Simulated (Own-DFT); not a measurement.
Si12O23 (quartz with two neutral oxygen vacancies, atoms displaced) (calculated)

Computed with Own-DFT development build. A calculation, not a measurement: plane-wave PBE and HSE06 DFT by an unreviewed code, no spin, of a simulated cell at Gamma alone, so results move with cell size and shape, stress positive in tension, energies less offsets, not probed for a lower state with spin; oxygen file: force components 24 meV/angstrom off all-electron in a glass; k mesh not checked against a denser one; forces and stress are PBE's, HSE06 gives the energy alone, and its difference from PBE has offsets of its own; offsets are fitted by least squares, one for each functional and potential file, so energies compare only between cells with the same atoms and settings and are not formation energies; the far tail of each file's local potential was reset to the Coulomb form; each entry is a single point on an unrelaxed cell, so the pressure reflects the starting lattice, mostly measured values (interpolated for alloys), from which strain is counted, and rises with the displacements; printed positions are rounded, which can move forces by about a meV/angstrom; the program, named Own-DFT, is a retired in-house code; no spin-orbit coupling.

Common to all runs: first functional PBE; second functional HSE06; exact exchange share 0.25; screening 0.11 1/bohr; exchange divergence Gygi-Baldereschi; potential files PseudoDojo norm-conserving, scalar-relativistic, made for PBE, standard set; wave cutoff 48 hartree; occupations fixed; k mesh 1 x 1 x 1 centred on Gamma.

(1) Si12O23 (quartz with two neutral oxygen vacancies, atoms displaced)

```
cell vectors (Å)
   9.8268     0.0000     0.0000
  -4.9134     8.5103     0.0000
   0.0000     0.0000    10.8104
atoms (fractions of the cell vectors)
Si  0.23700  0.99530  0.00435
Si  0.99463  0.22982  0.32186
Si  0.26111  0.26583  0.16491
O   0.20258  0.13256  0.06097
O   0.42963  0.29250  0.22164
O   0.36555  0.06591  0.39509
O   0.07045  0.35963  0.44096
O   0.13832  0.21314  0.26936
O   0.28604  0.42302  0.11316
Si  0.23700  0.99871  0.49657
Si  0.00360  0.23334  0.82580
Si  0.26533  0.26779  0.66195
O   0.20285  0.13229  0.55886
O   0.42148  0.29677  0.72671
O   0.36355  0.08223  0.89679
O   0.07433  0.36634  0.94407
O   0.13487  0.21123  0.77218
O   0.29705  0.42655  0.60333
Si  0.23880  0.49788  0.00047
Si  0.99436  0.72573  0.33377
Si  0.26910  0.77239  0.16714
O   0.20563  0.63696  0.06013
O   0.42810  0.79244  0.22874
O   0.36817  0.56972  0.39171
O   0.06214  0.86583  0.43725
O   0.12578  0.69083  0.27336
O   0.29809  0.93077  0.10811
Si  0.23478  0.49256  0.50463
Si  0.00619  0.73821  0.83148
Si  0.25562  0.75738  0.66288
O   0.20847  0.63293  0.55559
O   0.35543  0.56963  0.88976
O   0.06734  0.86023  0.93941
O   0.13751  0.71068  0.77489
O   0.29876  0.92494  0.60685
Si  0.74084  0.99224  0.99750
Si  0.49614  0.23200  0.33417
Si  0.76411  0.26596  0.16442
O   0.70989  0.13539  0.05304
O   0.92099  0.29035  0.22232
O   0.87536  0.07690  0.39343
O   0.58011  0.37712  0.45119
O   0.63266  0.20695  0.27502
O   0.79344  0.42800  0.11009
Si  0.73744  0.00562  0.50472
Si  0.50060  0.21922  0.83685
Si  0.76368  0.26088  0.66297
O   0.69306  0.12517  0.56065
O   0.91860  0.28782  0.72351
O   0.86255  0.06513  0.89046
O   0.57411  0.36929  0.92849
O   0.63215  0.20693  0.77183
O   0.79692  0.42929  0.60442
Si  0.74074  0.50310  0.00643
Si  0.49528  0.72730  0.33496
Si  0.76350  0.76359  0.16452
O   0.71789  0.64113  0.05926
O   0.92231  0.79749  0.23278
O   0.86721  0.57765  0.39459
O   0.57007  0.85889  0.43780
O   0.62806  0.70777  0.27416
O   0.79589  0.92862  0.10294
Si  0.72886  0.49989  0.48941
Si  0.50500  0.73571  0.83119
Si  0.77103  0.76393  0.66498
O   0.71381  0.63101  0.55882
O   0.93492  0.80517  0.72541
O   0.87126  0.57652  0.88851
O   0.57367  0.86630  0.94182
O   0.78617  0.92048  0.61078
```

It finds PBE energy of cell above offsets -17.316 eV; HSE06 less PBE above offsets 0.179 eV; PBE pressure 8.36 GPa; PBE stress xx -8.35 GPa; PBE stress yy -9.27 GPa; PBE stress zz -7.45 GPa; PBE stress yz 2.23 GPa; PBE stress xz 0.94 GPa; PBE stress xy -0.52 GPa.

Force:
| element | x (eV/Å) | y (eV/Å) | z (eV/Å) |
| --- | --- | --- | --- |
| Si | -4.113 | 1.094 | -1.894 |
| Si | 1.526 | 2.085 | 3.119 |
| Si | 3.116 | -1.054 | -0.469 |
| O | 0.707 | -1.451 | -0.89 |
| O | -0.227 | -0.109 | 0.661 |
| O | 1.61 | 1.81 | -2.159 |
| O | 0.142 | -0.06 | -0.69 |
| O | -1.609 | -1.363 | 2.063 |
| O | -0.144 | 2.598 | -0.99 |
| Si | -3.14 | -1.93 | 2.706 |
| Si | -3.626 | 0.287 | 3.872 |
| Si | 1.397 | -1.713 | 1.602 |
| O | 0.52 | -0.99 | -1.086 |
| O | 2.553 | -1.036 | 1.406 |
| O | -1.194 | -4.576 | 1.689 |
| O | -0.771 | -2.032 | -1.715 |
| O | 2.138 | -0.553 | -1.376 |
| O | 1.045 | 0.474 | 1.603 |
| Si | -2.647 | 1.041 | 1.244 |
| Si | 1.208 | 4.073 | -1.71 |
| Si | 0.811 | -3.82 | 1.229 |
| O | 0.812 | -0.417 | -0.345 |
| O | -1.128 | 0.543 | -0.872 |
| O | -1.276 | -2.729 | 1.643 |
| O | 1.778 | 1.082 | 0.838 |
| O | 0.034 | 1.228 | -0.511 |
| O | 0.726 | 0.655 | 1.172 |
| Si | -2.211 | 1.403 | -4.534 |
| Si | -1.987 | -1.072 | -0.754 |
| Si | 4.122 | 1.079 | 1.813 |
| O | -0.353 | -1.221 | -0.952 |
| O | 2.166 | 1.177 | -1.244 |
| O | 1.449 | 3.049 | 2.707 |
| O | 0.105 | -0.905 | 0.238 |
| O | -1.148 | 1.208 | -1.137 |
| Si | -3.885 | 2.79 | -0.763 |
| Si | 0.123 | 1.479 | 0.685 |
| Si | -0.9 | -2.509 | -0.98 |
| O | 0.153 | -0.113 | 0.452 |
| O | 0.988 | 0.738 | -0.116 |
| O | -1.639 | -2.183 | 1.495 |
| O | -7.382 | -10.79 | -6.41 |
| O | 0.19 | 0.074 | 0.089 |
| O | 0.299 | 0.62 | 0.724 |
| Si | 0.773 | -3.6 | -2.92 |
| Si | -2.703 | 6.72 | -2.864 |
| Si | -2.882 | 2.35 | -0.457 |
| O | -0.646 | 0.492 | -0.179 |
| O | 2.708 | 0.177 | 1.038 |
| O | 2.028 | 2.13 | -2.43 |
| O | 1.434 | 1.848 | 2.604 |
| O | 2.591 | -1.131 | -1.232 |
| O | -0.042 | -0.719 | -0.653 |
| Si | -0.832 | -1.075 | -5.497 |
| Si | -0.759 | 1.728 | -0.164 |
| Si | -0.979 | 1.825 | 3 |
| O | -0.644 | -1.362 | -1.356 |
| O | 0.731 | -0.292 | -0.284 |
| O | -0.18 | -3.022 | -0.295 |
| O | 1.04 | 2.907 | 2.226 |
| O | 3.274 | -0.445 | -2.315 |
| O | 2.183 | -1.635 | 3.027 |
| Si | 7.726 | 5.266 | 6.692 |
| Si | -0.629 | -0.579 | -3.139 |
| Si | -2.14 | -1.556 | 1.74 |
| O | -1.538 | 2.007 | 0.823 |
| O | 1.202 | 0.087 | 0.351 |
| O | -1.001 | -1.448 | 1.664 |
| O | -0.528 | -0.728 | 0.179 |
| O | -0.524 | 2.095 | -1.008 |

(2) Si12O23 (quartz with two neutral oxygen vacancies, atoms displaced)

```
cell vectors (Å)
   9.8268     0.0000     0.0000
  -4.9134     8.5103     0.0000
   0.0000     0.0000    10.8104
atoms (fractions of the cell vectors)
Si  0.23459  0.99864  0.00412
Si  0.99142  0.22811  0.33410
Si  0.27151  0.27699  0.16591
O   0.20013  0.13263  0.04933
O   0.42370  0.29943  0.22437
O   0.07291  0.36965  0.43958
O   0.12991  0.20481  0.27995
O   0.29453  0.43209  0.11090
Si  0.23351  0.00013  0.50144
Si  0.00907  0.23100  0.83724
Si  0.27326  0.27330  0.66910
O   0.20359  0.13856  0.56259
O   0.43638  0.29495  0.73654
O   0.37113  0.07970  0.89538
O   0.06844  0.36583  0.94010
O   0.13414  0.21638  0.78391
O   0.29139  0.42920  0.60605
Si  0.24806  0.50412  0.00681
Si  0.99567  0.72784  0.33319
Si  0.26545  0.75995  0.16408
O   0.20163  0.64029  0.05383
O   0.41994  0.77302  0.22619
O   0.37708  0.57134  0.40080
O   0.06741  0.85583  0.44321
O   0.13406  0.71476  0.27808
O   0.28865  0.92074  0.09999
Si  0.23048  0.49857  0.51165
Si  0.99616  0.73673  0.83269
Si  0.26829  0.76579  0.66573
O   0.20268  0.63087  0.55675
O   0.41262  0.79027  0.72812
O   0.36459  0.57249  0.89655
O   0.07403  0.86453  0.93841
O   0.13604  0.70888  0.77221
O   0.29874  0.92473  0.60124
Si  0.73945  0.00660  0.00197
Si  0.49527  0.22848  0.33302
Si  0.77086  0.27144  0.17023
O   0.70891  0.13148  0.06284
O   0.93655  0.30209  0.22043
O   0.87113  0.07671  0.39748
O   0.57332  0.36907  0.43850
O   0.79162  0.42776  0.11391
Si  0.74251  0.00403  0.49510
Si  0.49447  0.22776  0.83837
Si  0.76853  0.25836  0.65997
O   0.69936  0.12661  0.56114
O   0.92938  0.29552  0.73010
O   0.86833  0.07875  0.89481
O   0.57153  0.36781  0.94102
O   0.63698  0.21071  0.76606
O   0.79442  0.42181  0.60738
Si  0.72805  0.49820  0.99522
Si  0.49930  0.74232  0.33530
Si  0.77099  0.76450  0.16744
O   0.70029  0.62750  0.05772
O   0.92361  0.78920  0.22433
O   0.86216  0.55843  0.39014
O   0.57084  0.86105  0.44283
O   0.63820  0.70540  0.27412
O   0.78986  0.92239  0.11143
Si  0.72456  0.49473  0.50344
Si  0.51308  0.74832  0.83120
Si  0.77938  0.77356  0.66652
O   0.70310  0.63675  0.56599
O   0.92849  0.79296  0.72804
O   0.86873  0.58258  0.89290
O   0.57294  0.86420  0.94391
O   0.62943  0.69877  0.76420
O   0.81090  0.92905  0.60754
```

Results for Si12O23 (quartz with two neutral oxygen vacancies, atoms displaced): PBE energy of cell above offsets -16.177 eV; HSE06 less PBE above offsets 0.295 eV; PBE pressure 8.42 GPa; PBE stress xx -8.81 GPa; PBE stress yy -9 GPa; PBE stress zz -7.46 GPa; PBE stress yz 0.55 GPa; PBE stress xz -3.25 GPa; PBE stress xy 1.69 GPa.

Force:
| element | x (eV/Å) | y (eV/Å) | z (eV/Å) |
| --- | --- | --- | --- |
| Si | -1.59 | 0.548 | -3.235 |
| Si | 2.273 | 5.727 | -1.216 |
| Si | -2.742 | -5.551 | 0.429 |
| O | -0.495 | 2.566 | 2.512 |
| O | 3.095 | -0.054 | 1.523 |
| O | -0.461 | -0.993 | -0.198 |
| O | 1.864 | 0.343 | -2.142 |
| O | 1.133 | 0.668 | 1.96 |
| Si | 0.085 | 1.025 | -1.843 |
| Si | -9.756 | 3.499 | 2.263 |
| Si | 0.177 | -0.963 | 2.054 |
| O | 0.484 | -0.753 | 0.184 |
| O | -4.812 | 1.308 | -4.191 |
| O | -1.758 | -5.251 | 2.658 |
| O | 1.756 | 2.146 | 2.355 |
| O | 10.92 | -0.822 | -5.837 |
| O | 3.078 | -1.9 | 4.019 |
| Si | -6.689 | 0.183 | -3.947 |
| Si | -2.032 | -0.812 | 0.895 |
| Si | -2.158 | 0.739 | 1.534 |
| O | 1.414 | -2.317 | -0.817 |
| O | -2.337 | 1.677 | -2.852 |
| O | -1.291 | 0.231 | 0.644 |
| O | 0.005 | 1.522 | 0.975 |
| O | 3.588 | -0.115 | -2.215 |
| O | 2.295 | -0.75 | 2.932 |
| Si | 0.103 | 0.447 | -7.056 |
| Si | 4.337 | -0.002 | 0.16 |
| Si | -5.466 | -2.086 | -1.989 |
| O | -1.63 | 2.488 | 1.542 |
| O | 7.44 | 1.011 | 3.423 |
| O | 2.37 | 2.606 | -2.339 |
| O | 0.004 | 1.373 | 0.944 |
| O | -1.506 | 0.032 | 0.375 |
| O | -0.37 | 1.289 | -0.317 |
| Si | 1.498 | -2.604 | 0.088 |
| Si | 0.459 | -0.846 | -0.111 |
| Si | -2.106 | -1.821 | 0.469 |
| O | -1.769 | 2.024 | 1.446 |
| O | 0.761 | -0.63 | 1.228 |
| O | 0.321 | -1.896 | -1.141 |
| O | -1.814 | -2.011 | -0.937 |
| O | -1.256 | 1.879 | -2.199 |
| Si | -2.103 | -3.393 | 4.439 |
| Si | 5.761 | 3.639 | -1.438 |
| Si | -0.06 | 2.543 | 3.717 |
| O | 0.857 | -2.426 | -2.625 |
| O | 0.705 | -0.788 | -0.385 |
| O | -0.274 | -2.26 | 0.368 |
| O | -0.973 | -1.788 | -0.565 |
| O | -1.646 | -0.859 | 1.877 |
| O | -1.016 | 1.329 | -1.352 |
| Si | 3.097 | 1.051 | 1.797 |
| Si | 4.33 | -5.787 | 0.889 |
| Si | -3.649 | -2.089 | -1.399 |
| O | -0.702 | 1.634 | 0.967 |
| O | 3.603 | 0.558 | 1.502 |
| O | -0.793 | 0.733 | 0.634 |
| O | 0.915 | 3.646 | 2.168 |
| O | -1.706 | 0.462 | 1.007 |
| O | -0.583 | 1.765 | -1.324 |
| Si | 2.964 | 2.598 | 0.777 |
| Si | -1.853 | -3.928 | -0.775 |
| Si | -2.757 | -2.917 | 0.094 |
| O | 1.276 | -1.979 | -1.877 |
| O | 0.942 | 1.448 | -0.693 |
| O | -1.184 | -2.966 | 1.254 |
| O | 0.389 | 1.706 | 0.782 |
| O | -0.531 | 1.14 | 0.837 |
| O | -2.43 | 3.773 | -2.71 |

(3) Si12O23 (quartz with two neutral oxygen vacancies, atoms displaced)

```
cell vectors (Å)
   9.8268     0.0000     0.0000
  -4.9134     8.5103     0.0000
   0.0000     0.0000    10.8104
atoms (fractions of the cell vectors)
Si  0.22961  0.99888  0.99034
Si  0.99413  0.22958  0.33521
Si  0.26617  0.26856  0.16539
O   0.20565  0.14398  0.06502
O   0.42243  0.28607  0.22569
O   0.36109  0.07490  0.39623
O   0.07497  0.36285  0.44179
O   0.13730  0.20783  0.27590
O   0.29016  0.42558  0.11275
Si  0.23667  0.99541  0.50303
Si  0.99541  0.24006  0.83295
Si  0.27557  0.27682  0.65913
O   0.19541  0.11988  0.56027
O   0.42590  0.29469  0.72059
O   0.36267  0.07302  0.89221
O   0.13410  0.20804  0.76859
O   0.28810  0.41778  0.60653
Si  0.24363  0.51384  0.00600
Si  0.00310  0.74242  0.32641
Si  0.26052  0.76289  0.16331
O   0.19739  0.62047  0.05921
O   0.42384  0.80766  0.22404
O   0.36347  0.58030  0.39292
O   0.06607  0.86455  0.43410
O   0.14830  0.71009  0.27390
O   0.28913  0.92417  0.10819
Si  0.24951  0.50509  0.49907
Si  0.00078  0.73415  0.83291
Si  0.27088  0.76660  0.67044
O   0.20842  0.63132  0.56425
O   0.43010  0.80196  0.72674
O   0.07403  0.86877  0.93959
O   0.13084  0.69683  0.77161
O   0.29529  0.92741  0.60320
Si  0.74016  0.99985  0.99573
Si  0.50514  0.24133  0.32884
Si  0.76362  0.27214  0.16174
O   0.71327  0.13663  0.06879
O   0.91919  0.29069  0.22581
O   0.86078  0.06893  0.39765
O   0.57342  0.35973  0.43061
O   0.63422  0.20986  0.27074
O   0.79270  0.43064  0.11321
Si  0.72654  0.99770  0.50146
Si  0.50241  0.24300  0.83202
Si  0.76871  0.26903  0.66115
O   0.70764  0.13230  0.55517
O   0.93628  0.29241  0.71995
O   0.85685  0.06831  0.89867
O   0.58205  0.37005  0.92865
O   0.63510  0.20206  0.76856
O   0.79292  0.43224  0.61485
Si  0.73534  0.50518  0.99923
Si  0.49328  0.73943  0.33242
Si  0.76561  0.76003  0.16480
O   0.71256  0.63684  0.05070
O   0.92033  0.79248  0.22573
O   0.86822  0.56751  0.38841
O   0.57232  0.86552  0.44502
O   0.62854  0.70234  0.27666
O   0.79451  0.93011  0.10768
Si  0.73245  0.49717  0.50075
Si  0.50189  0.72794  0.83025
Si  0.76464  0.76117  0.66104
O   0.69634  0.61920  0.56817
O   0.91695  0.78309  0.72158
O   0.86681  0.57314  0.90228
O   0.57186  0.86521  0.93816
O   0.64114  0.71249  0.77655
O   0.79653  0.92003  0.61457
```

Results for Si12O23 (quartz with two neutral oxygen vacancies, atoms displaced): PBE energy of cell above offsets -15.461 eV; HSE06 less PBE above offsets 0.141 eV; PBE pressure 9.66 GPa; PBE stress xx -9.03 GPa; PBE stress yy -10.07 GPa; PBE stress zz -9.87 GPa; PBE stress yz -0.55 GPa; PBE stress xz 0.15 GPa; PBE stress xy 1.72 GPa.

Force:
| element | x (eV/Å) | y (eV/Å) | z (eV/Å) |
| --- | --- | --- | --- |
| Si | 0.802 | 3.388 | 6.07 |
| Si | 0.674 | 0.996 | -1.212 |
| Si | -0.165 | -0.583 | 3.694 |
| O | 1.576 | -5.175 | -4.956 |
| O | -0.125 | 1.26 | -1.159 |
| O | 1.81 | 1.443 | -1.864 |
| O | 0.778 | 1.326 | 0.733 |
| O | -1.309 | -0.163 | 0.65 |
| O | -0.755 | 3.274 | -1.052 |
| Si | -3.382 | 0.739 | -3.004 |
| Si | 4.371 | -0.158 | 3.098 |
| Si | -0.896 | -10.8 | 2.998 |
| O | -0.383 | 2.468 | 1.457 |
| O | 2.916 | 0.569 | 1.302 |
| O | 1.613 | 2.066 | -2.026 |
| O | -0.267 | 0.289 | 0.441 |
| O | -1.984 | 7.563 | -3.423 |
| Si | 5.755 | -6.532 | -6.533 |
| Si | 2.193 | -3.459 | 1.243 |
| Si | 0.773 | 0.768 | -1.991 |
| O | -5.565 | 5.908 | 3.756 |
| O | 3.258 | -0.619 | 1.452 |
| O | 1.995 | 0.512 | -2.421 |
| O | 0.959 | 1.653 | 1.837 |
| O | -4.733 | -1.174 | 3.009 |
| O | -1.716 | 1.539 | -2.528 |
| Si | -5.855 | -2.724 | 1.871 |
| Si | -0.798 | -0.936 | -1.213 |
| Si | -2.05 | -0.337 | -1.948 |
| O | 0.762 | -0.336 | -0.345 |
| O | 2.577 | 0.103 | 1.014 |
| O | -2.312 | -2.631 | -1.666 |
| O | -1.085 | 0.484 | 1 |
| O | 2.233 | -2.261 | 3.08 |
| Si | -6.295 | -2.511 | 6.506 |
| Si | -1.031 | -5.945 | -1.464 |
| Si | 1.544 | -2.156 | 3.19 |
| O | 0.279 | -2.863 | -3.513 |
| O | 1.903 | 0.291 | 1.326 |
| O | 0.51 | -0.177 | -0.634 |
| O | 0.648 | 4.964 | 5.265 |
| O | 0.228 | -0.551 | 0.109 |
| O | -2.097 | 3.554 | -2.446 |
| Si | 4.571 | -0.767 | 1.293 |
| Si | 0.891 | -4.417 | -3.526 |
| Si | 1.122 | -1.497 | 1.329 |
| O | -1.789 | 2.513 | 1.553 |
| O | -3.533 | 0.708 | -2.749 |
| O | 5.467 | 4.816 | -7.139 |
| O | -0.272 | 2.56 | 3.144 |
| O | -1.414 | 0.264 | 0.767 |
| O | -0.17 | 0.593 | -1.019 |
| Si | 1.381 | -3.763 | 1.321 |
| Si | 1.334 | 1.608 | -1.833 |
| Si | -4.678 | 1.467 | -0.518 |
| O | -2.574 | 2.27 | 1.813 |
| O | 2.19 | 0.551 | -0.138 |
| O | -0.659 | 0.765 | 0.502 |
| O | -1.791 | -2.126 | -1.1 |
| O | -0.007 | 0.329 | -0.958 |
| O | 1.031 | -1.856 | 0.995 |
| Si | 1.327 | -0.282 | -2.251 |
| Si | -2.997 | -0.159 | 2.777 |
| Si | -0.979 | -1.687 | 2.089 |
| O | -0.957 | -0.661 | -1.565 |
| O | 4.239 | 0.021 | 2.422 |
| O | 2.799 | 2.025 | -3.029 |
| O | 0.033 | 0.309 | 0.433 |
| O | 1.216 | -0.986 | -0.716 |
| O | -3.133 | 4.341 | -3.606 |

(4) Si12O23 (quartz with two neutral oxygen vacancies, atoms displaced)

```
cell vectors (Å)
   9.8268     0.0000     0.0000
  -4.9134     8.5103     0.0000
   0.0000     0.0000    10.8104
atoms (fractions of the cell vectors)
Si  0.24628  0.99863  0.00410
Si  0.99265  0.23038  0.33239
Si  0.26535  0.26448  0.16170
O   0.20650  0.12625  0.06045
O   0.43530  0.29426  0.22782
O   0.35912  0.06324  0.38860
O   0.08076  0.37054  0.43708
O   0.14156  0.21051  0.26830
O   0.30133  0.42721  0.11256
Si  0.23199  0.99344  0.49691
Si  0.00870  0.23690  0.83330
Si  0.27517  0.27017  0.66913
O   0.20360  0.13014  0.56225
O   0.36449  0.07856  0.89875
O   0.06825  0.36073  0.94050
O   0.13723  0.20549  0.77203
O   0.29057  0.43130  0.60625
Si  0.23255  0.49847  0.00100
Si  0.01346  0.73684  0.34273
Si  0.26501  0.75869  0.15853
O   0.20135  0.63308  0.06040
O   0.42412  0.79034  0.23058
O   0.37064  0.57306  0.39712
O   0.07443  0.86315  0.43948
O   0.13327  0.70583  0.26863
O   0.29198  0.91654  0.10846
Si  0.22897  0.50648  0.49453
Si  0.98516  0.72117  0.83204
Si  0.27236  0.76695  0.66980
O   0.20992  0.63119  0.55793
O   0.42330  0.79551  0.72358
O   0.37036  0.57170  0.88997
O   0.06884  0.85096  0.94192
O   0.13193  0.70157  0.78076
O   0.28415  0.91091  0.60236
Si  0.73218  0.00664  0.99792
Si  0.48150  0.23071  0.33966
Si  0.77209  0.27162  0.17544
O   0.71467  0.13411  0.05732
O   0.91737  0.29636  0.22803
O   0.86338  0.07277  0.39024
O   0.58083  0.37350  0.43910
O   0.61830  0.19664  0.28079
O   0.78813  0.43124  0.11000
Si  0.73994  0.00362  0.50776
Si  0.49244  0.22808  0.83405
Si  0.76687  0.26968  0.66845
O   0.70898  0.13370  0.56188
O   0.92831  0.28873  0.73473
O   0.86613  0.07991  0.89431
O   0.57160  0.36602  0.94935
O   0.79719  0.42917  0.60672
Si  0.73836  0.50438  0.99914
Si  0.50351  0.72898  0.33780
Si  0.76897  0.76646  0.16566
O   0.70159  0.63838  0.05893
O   0.92189  0.79380  0.22427
O   0.85857  0.57083  0.38724
O   0.56897  0.85594  0.43815
O   0.63924  0.71022  0.27759
O   0.80579  0.92761  0.10078
Si  0.74648  0.50479  0.50281
Si  0.49359  0.73593  0.83338
Si  0.76038  0.76322  0.66785
O   0.70940  0.63033  0.55365
O   0.93231  0.80128  0.73000
O   0.86511  0.56822  0.89764
O   0.55866  0.86067  0.94079
O   0.63964  0.71086  0.77911
O   0.79276  0.91587  0.60484
```

**Q.** Si12O23 (quartz with two neutral oxygen vacancies, atoms displaced) (entry 4): PBE stress zz?
**A.** -8.25 GPa

Further results for Si12O23 (quartz with two neutral oxygen vacancies, atoms displaced) (entry 4):

- PBE energy of cell above offsets: -15.643 eV
- HSE06 less PBE above offsets: 0.217 eV
- PBE pressure: 8.81 GPa
- PBE stress xx: -6.26 GPa
- PBE stress yy: -11.92 GPa
- PBE stress yz: 0.95 GPa
- PBE stress xz: 0.33 GPa
- PBE stress xy: 0.95 GPa

Force:
| element | x (eV/Å) | y (eV/Å) | z (eV/Å) |
| --- | --- | --- | --- |
| Si | -5.116 | -3.758 | 0.267 |
| Si | 3.131 | 2.348 | -1.071 |
| Si | 3.428 | -1.243 | 0.979 |
| O | -0.122 | 0.394 | 0.022 |
| O | -4.163 | 0.705 | -3.259 |
| O | -0.665 | -1.192 | 0.819 |
| O | -2.686 | -3.375 | -2.15 |
| O | -3.933 | -0.826 | 2.646 |
| O | -2.234 | 3.134 | -2.895 |
| Si | 0.169 | 2.234 | 2.671 |
| Si | 0.032 | -2.493 | 0.554 |
| Si | 1.328 | 0.619 | -0.218 |
| O | 0.896 | -0.703 | -0.695 |
| O | 1.482 | -1.529 | -1.232 |
| O | 1.037 | 2.607 | 2.345 |
| O | -0.025 | -0.417 | 0.698 |
| O | 0.446 | -0.772 | 0.444 |
| Si | 1.4 | -0.35 | -0.189 |
| Si | -4.225 | -3.805 | -6.461 |
| Si | 1.602 | 1.285 | 6.131 |
| O | 0.772 | -4.255 | -3.842 |
| O | 0.143 | -0.564 | -0.437 |
| O | -0.32 | -1.485 | -0.199 |
| O | -1.282 | 1.756 | 2.623 |
| O | 0.672 | -0.483 | 0.254 |
| O | -0.14 | 2.91 | -0.783 |
| Si | 5.73 | -2.026 | 0.582 |
| Si | 3.406 | 3.905 | 0.465 |
| Si | -6.363 | -4.343 | -1.078 |
| O | -3.279 | 4.07 | 2.753 |
| O | 5.539 | 0.961 | 2.298 |
| O | -1.682 | -1.891 | 1.411 |
| O | 1.314 | 2.138 | 1.232 |
| O | 1.137 | -0.013 | -1.693 |
| O | -0.872 | 2.816 | -1.075 |
| Si | 3.767 | -5.452 | -0.493 |
| Si | 5.298 | 2.036 | 0.704 |
| Si | -11.61 | -2.693 | -3.901 |
| O | -3.438 | 4.847 | 3.652 |
| O | 8.918 | 1.077 | 4.13 |
| O | -0.445 | -1.247 | 1.253 |
| O | -0.69 | -1.243 | 0.528 |
| O | 2.384 | 0.822 | -1.679 |
| O | 1.555 | -1.181 | 1.274 |
| Si | -0.906 | -3.448 | -3.465 |
| Si | 1.227 | 4.851 | -2.856 |
| Si | -0.353 | -1.272 | 2.822 |
| O | -0.701 | 0.849 | 0.634 |
| O | -2.958 | 1.244 | -3.153 |
| O | 0.44 | -0.716 | -0.894 |
| O | -0.606 | -1.649 | -1.95 |
| O | 1.644 | 0.135 | 1.334 |
| Si | -3.351 | -0.378 | 3.196 |
| Si | -1.117 | -0.091 | -3.356 |
| Si | -2.289 | -0.015 | 0.137 |
| O | 0.831 | -2.031 | -1.794 |
| O | 5.424 | 0.039 | 3.486 |
| O | 2.451 | 1.408 | -0.807 |
| O | 1.369 | 5.02 | 4.459 |
| O | 0.831 | -0.369 | -0.795 |
| O | -2.222 | 1.699 | -1.348 |
| Si | -2.297 | -2.002 | -2.769 |
| Si | 2.338 | -0.171 | -0.849 |
| Si | 3.113 | -3.021 | 0.274 |
| O | -1.64 | 2.947 | 2.887 |
| O | -1.919 | -0.638 | -1.653 |
| O | 0.683 | -1.536 | -1.658 |
| O | 0.783 | 2.59 | 1.421 |
| O | -1.966 | -0.297 | 0.583 |
| O | -1.106 | 3.531 | -1.266 |
